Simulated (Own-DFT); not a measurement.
# Same atoms, different arrangement: C16Si16, 32 atoms

Source: density functional calculations with Own-DFT, an unreviewed in-house program that is no longer used. Nothing was measured or relaxed, and spin and spin-orbit coupling are left out.

Common settings: PBE; PseudoDojo norm-conserving scalar-relativistic files; cutoff 42 hartree; 5 x 5 x 3 k mesh centred on Gamma; Fermi-Dirac smearing of 0.1 eV.

Limits: forces on such cells passed a denser k mesh, each cell not checked; stress not checked against mesh or cutoff.

All cells hold the same atoms in the same cell, with vectors in Å (6.165, 0.000, 0.000); (-3.083, 5.339, 0.000); (0.000, 0.000, 10.068). Atoms are randomly off their ideal sites, by an rms of u per axis. E is the free energy of the whole cell, counted from the lowest run. The arrangements:

- A: 2H SiC
- B: 4H SiC

| arrangement | u (Å) | E (eV) | P (GPa) |
|---|---|---|---|
| A | 0.0292 | 0.107 | 3.76 |
| A | 0.0299 | 0.142 | 3.99 |
| A | 0.0312 | 0.246 | 3.94 |
| A | 0.0569 | 2.950 | 5.96 |
| A | 0.0591 | 3.538 | 6.87 |
| A | 0.0647 | 4.158 | 6.89 |
| B | 0.0315 | 0.173 | 3.82 |
| B | 0.0318 | 0.000 | 3.66 |
| B | 0.0348 | 0.246 | 3.85 |
| B | 0.0547 | 2.987 | 5.77 |
| B | 0.0570 | 2.895 | 6.26 |
| B | 0.0612 | 3.770 | 6.63 |

Q: how far apart are the arrangements at u = 0?

## Answer

Fit E = a + b u², with one b for all and one a for each arrangement, and with residuals divided by u², since the noise grows with the moves. Then b = 1287 eV/Å², the scatter at u = 0.04 Å is 0.12 eV, and against A:

- B: -0.20 ± 0.06 eV (lower)

The cells share one lattice and weren't relaxed, which can shift such small differences either way.
